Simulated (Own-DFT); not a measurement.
## Calculated data, Hf32O63 (monoclinic hafnia with one vacancy, atoms displaced)

Computed with Own-DFT development build. A calculation, not a measurement: plane-wave density functional theory by an unreviewed code, no spin, of a simulated periodic cell, stress positive in tension, run twice, with PBE and with PBEsol, both on files made for PBE, so the change isn't that of files made for PBEsol, defect cell not probed for a lower state with spin; hafnium file: forces about 75 meV/angstrom off all-electron values; oxygen file: force components 24 meV/angstrom off all-electron in one glass; forces on such cells passed a denser k mesh, this cell's mesh not checked; the far tail of each file's local potential was reset to the Coulomb form; each entry is a single point on an unrelaxed cell, so the pressure reflects the starting lattice, mostly measured values (interpolated for alloys), from which strain is counted, and rises with the displacements; printed positions are rounded, which can move forces by about a meV/angstrom; the program, named Own-DFT, is a retired in-house code; no spin-orbit coupling; stress was not checked against mesh or cutoff.

Entry: Hf32O63 (monoclinic hafnia with one vacancy, atoms displaced)

```
Hf32O63
1.0
     10.2340     0.0000     0.0000
      0.0000    10.3500     0.0000
     -1.6955     0.0000    10.4453
Hf O Hf O Hf O Hf O Hf O Hf O Hf O Hf O
4 7 4 8 4 8 4 8 4 8 4 8 4 8 4 8
Direct
  0.14672 0.02041 0.10219
  0.35670 0.26450 0.15152
  0.36537 0.48072 0.39565
  0.15010 0.22929 0.35167
  0.03100 0.16585 0.17013
  0.45965 0.33598 0.33043
  0.03940 0.08037 0.41523
  0.21775 0.38390 0.24065
  0.27782 0.12675 0.00721
  0.28505 0.12598 0.26310
  0.21372 0.36649 0.49013
  0.13949 0.01691 0.60344
  0.36399 0.27454 0.64403
  0.36218 0.48199 0.89270
  0.15058 0.22766 0.86096
  0.04010 0.17001 0.66867
  0.45924 0.41795 0.57193
  0.46809 0.33621 0.82803
  0.03655 0.08338 0.91647
  0.22716 0.37500 0.73997
  0.27867 0.13153 0.50981
  0.28818 0.12298 0.76581
  0.22541 0.37120 0.98355
  0.13605 0.51753 0.10916
  0.37281 0.76890 0.15063
  0.35910 0.97786 0.39739
  0.13385 0.72603 0.35783
  0.04599 0.66662 0.16853
  0.46392 0.91733 0.07320
  0.45706 0.83429 0.32127
  0.03672 0.58363 0.42692
  0.21998 0.88144 0.24316
  0.27772 0.62341 0.01263
  0.27417 0.61898 0.25398
  0.23201 0.87176 0.47810
  0.13353 0.53065 0.60325
  0.35858 0.77929 0.64356
  0.35952 0.97533 0.90568
  0.14050 0.72548 0.86468
  0.03388 0.66350 0.67113
  0.46791 0.91355 0.58279
  0.46097 0.83233 0.81557
  0.04187 0.59056 0.93151
  0.22926 0.87252 0.73492
  0.27387 0.62735 0.51673
  0.28260 0.62718 0.76265
  0.22688 0.87209 0.99456
  0.64240 0.01860 0.10406
  0.86325 0.26398 0.14686
  0.86810 0.47640 0.39382
  0.63389 0.22493 0.35969
  0.53559 0.17346 0.17230
  0.96304 0.41498 0.08501
  0.95752 0.34471 0.31525
  0.54257 0.09852 0.42439
  0.71770 0.39012 0.24040
  0.77377 0.13172 0.00526
  0.77421 0.11762 0.26532
  0.72268 0.36351 0.49111
  0.64542 0.01924 0.59992
  0.86432 0.27718 0.64094
  0.86604 0.48571 0.89255
  0.62597 0.22631 0.86204
  0.54451 0.17078 0.67265
  0.97216 0.42496 0.57507
  0.97122 0.33293 0.82792
  0.53699 0.08267 0.93021
  0.72653 0.37959 0.73320
  0.77425 0.12887 0.50375
  0.77190 0.12890 0.75713
  0.72369 0.37524 0.98543
  0.63321 0.51887 0.11346
  0.85730 0.77018 0.13736
  0.85576 0.97707 0.40054
  0.64092 0.72872 0.35702
  0.54475 0.66909 0.17676
  0.96913 0.92014 0.07468
  0.95914 0.82745 0.31866
  0.53721 0.58719 0.43004
  0.73252 0.88534 0.23584
  0.76865 0.63201 0.00463
  0.77703 0.62142 0.26138
  0.71469 0.87288 0.48943
  0.64157 0.51858 0.61051
  0.85923 0.76766 0.64818
  0.86668 0.98440 0.89549
  0.64144 0.72491 0.85931
  0.52803 0.66849 0.67001
  0.96195 0.91815 0.57316
  0.95974 0.83654 0.81942
  0.53241 0.58143 0.92496
  0.72048 0.88036 0.73630
  0.76612 0.62891 0.50617
  0.77815 0.62348 0.75592
  0.72126 0.87514 0.98258
```

It was run with functional PBE, then PBEsol, potential files PseudoDojo norm-conserving, scalar-relativistic, standard set, wave cutoff 72 hartree, occupations Fermi-Dirac, smearing width 0.1 eV and k mesh 2 x 2 x 2 centred on Gamma.

It finds PBE pressure 5.44 GPa; PBE stress xx -4.48 GPa; PBE stress yy -5.98 GPa; PBE stress zz -5.86 GPa; PBE stress yz 0.68 GPa; PBE stress xz 0.2 GPa; PBE stress xy -0.96 GPa; PBEsol pressure -0.96 GPa; PBEsol stress xx 1.88 GPa; PBEsol stress yy 0.39 GPa; PBEsol stress zz 0.6 GPa; PBEsol stress yz 0.67 GPa; PBEsol stress xz 0.54 GPa; PBEsol stress xy -0.99 GPa; rms change of force components from PBE to PBEsol 0.055 eV/Å.

Force:
```tsv
force element	PBE force x (eV/Å)	PBE force y (eV/Å)	PBE force z (eV/Å)	PBEsol force x (eV/Å)	PBEsol force y (eV/Å)	PBEsol force z (eV/Å)
Hf	-2.432	-0.631	0.775	-2.378	-0.604	0.726
Hf	1.993	2.276	-1.099	1.855	2.087	-0.94
Hf	-0.749	0.83	0.304	-0.718	0.755	0.328
Hf	-2.703	0.254	1.146	-2.601	0.201	1.117
O	1.712	-0.69	0.002	1.664	-0.648	0.045
O	0.194	-0.67	-0.569	0.165	-0.684	-0.592
O	-0.17	-0.032	0.306	-0.151	-0.039	0.361
O	0.579	-1.503	0.252	0.616	-1.487	0.246
O	0.06	0.137	1.291	-0.004	0.124	1.258
O	-0.497	-0.712	-0.344	-0.536	-0.642	-0.354
O	0.894	0.393	-0.483	0.944	0.366	-0.486
Hf	-0.71	1.814	-0.073	-0.708	1.83	-0.11
Hf	-0.258	-0.656	0.333	-0.272	-0.595	0.345
Hf	-0.283	-0.102	0.157	-0.341	-0.069	0.021
Hf	-1.223	0.771	-2.804	-1.175	0.718	-2.763
O	0.363	-0.77	-0.163	0.365	-0.752	-0.115
O	0.714	0.148	0.678	0.685	0.152	0.611
O	-0.76	0.493	-0.059	-0.756	0.465	-0.102
O	0.672	-0.067	0.625	0.66	-0.077	0.665
O	-0.046	0.759	-0.207	0.029	0.72	-0.179
O	0.14	-0.741	-0.118	0.078	-0.723	-0.134
O	-0.598	-0.714	-0.133	-0.653	-0.674	-0.105
O	0.393	-0.286	1.516	0.444	-0.297	1.455
Hf	0.909	0.07	-0.538	0.889	0.145	-0.528
Hf	-2.126	-0.862	-0.81	-2.079	-0.782	-0.748
Hf	1.036	0.45	0.231	0.953	0.371	0.24
Hf	0.615	0.615	-1.808	0.605	0.567	-1.804
O	-2.086	1.206	0.451	-2.011	1.162	0.494
O	0.722	-0.43	1.306	0.688	-0.402	1.218
O	1.495	0.153	1.199	1.437	0.121	1.109
O	-0.377	0.497	-1.047	-0.354	0.466	-0.966
O	0.569	0.566	-0.819	0.621	0.567	-0.793
O	0.277	0.891	-0.004	0.195	0.868	-0.026
O	0.527	0.493	1.449	0.439	0.481	1.405
O	-1.447	-0.129	1.371	-1.34	-0.116	1.333
Hf	2.687	-2.166	1.227	2.608	-2.066	1.147
Hf	1.29	-2.492	0.067	1.268	-2.393	0.109
Hf	1.911	0.043	-3.476	1.862	0.012	-3.361
Hf	1.104	0.868	-1.791	1.102	0.788	-1.765
O	-1.099	1.537	1.258	-1.067	1.5	1.259
O	0.82	1.86	-1.929	0.78	1.81	-1.924
O	0.63	0.855	2.74	0.591	0.807	2.618
O	-1.887	-1.058	-0.82	-1.823	-1.044	-0.762
O	-2.151	1.603	0.591	-2.018	1.558	0.561
O	0.135	0.462	-1.168	0.057	0.455	-1.132
O	-1.32	-0.452	0.58	-1.343	-0.445	0.591
O	-0.525	-0.609	-0.257	-0.448	-0.57	-0.251
Hf	-0.184	1.352	0.024	-0.16	1.359	-0.016
Hf	-1.067	1.543	-0.593	-0.999	1.56	-0.553
Hf	-1.893	0.692	0.085	-1.83	0.631	0.097
Hf	2.616	3.537	-2.251	2.573	3.389	-2.191
O	-0.21	-0.538	-0.447	-0.234	-0.51	-0.375
O	0.228	0.665	-1.308	0.23	0.653	-1.304
O	1.845	-1.801	0.924	1.758	-1.748	0.856
O	-4.027	-4.325	1.098	-3.897	-4.219	1.114
O	0.124	-1.488	0.25	0.174	-1.407	0.218
O	0.175	-0.711	1.051	0.101	-0.708	1.034
O	0.008	0.738	-0.837	-0.059	0.713	-0.813
O	0.621	1.129	0.018	0.667	1.088	0.032
Hf	-1.373	1.316	2.294	-1.315	1.325	2.226
Hf	0.304	-1.159	1.342	0.274	-1.088	1.341
Hf	-0.247	-2.726	0.856	-0.252	-2.714	0.856
Hf	2.461	0.646	-1.599	2.408	0.571	-1.599
O	-1.296	0.029	-0.271	-1.26	0.047	-0.202
O	-2.098	-1.524	0.014	-2.053	-1.467	-0.049
O	-0.551	1.006	0.071	-0.553	0.98	0.015
O	-1.238	-0.781	-0.143	-1.189	-0.762	-0.081
O	0.376	0.584	0.882	0.438	0.592	0.825
O	1.145	-0.305	1.016	1.037	-0.317	0.976
O	0.988	-0.942	0.325	0.901	-0.924	0.311
O	0.147	0.13	0.213	0.196	0.132	0.206
Hf	0.921	-1.229	-2.012	1.106	-1.051	-1.931
Hf	1.533	0.298	1.191	1.48	0.362	1.205
Hf	2.114	0.639	-1.483	2.05	0.602	-1.436
Hf	-0.128	-0.718	0.33	-0.11	-0.773	0.323
O	-1.044	0.737	-0.124	-1.007	0.718	-0.071
O	-0.405	-0.565	-0.085	-0.402	-0.534	-0.138
O	0.275	0.112	1.009	0.268	0.078	0.928
O	-0.586	0.084	-1.231	-0.554	0.063	-1.166
O	-1.026	-1.178	0.177	-0.93	-1.147	0.166
O	0.916	-0.341	0.675	0.826	-0.324	0.653
O	0.403	0.828	-0.064	0.31	0.807	-0.069
O	0.703	-0.362	-0.601	0.745	-0.334	-0.585
Hf	-1.608	0.837	-1.197	-1.554	0.878	-1.204
Hf	0.083	0.77	-0.554	0.067	0.798	-0.491
Hf	-0.793	0.452	-1.086	-0.762	0.394	-1.031
Hf	-2.206	1.011	-2.401	-2.132	0.954	-2.368
O	1.709	-1.303	0.629	1.683	-1.261	0.663
O	0.174	-0.63	0.488	0.16	-0.59	0.423
O	1.035	-0.57	0.875	0.981	-0.575	0.807
O	0.315	0.267	0.338	0.299	0.237	0.37
O	0.541	-0.323	0.22	0.592	-0.322	0.194
O	1.137	0.228	0.867	1.027	0.228	0.85
O	-0.079	-0.19	0.775	-0.136	-0.179	0.759
O	0.163	-0.193	0.908	0.211	-0.194	0.904
```
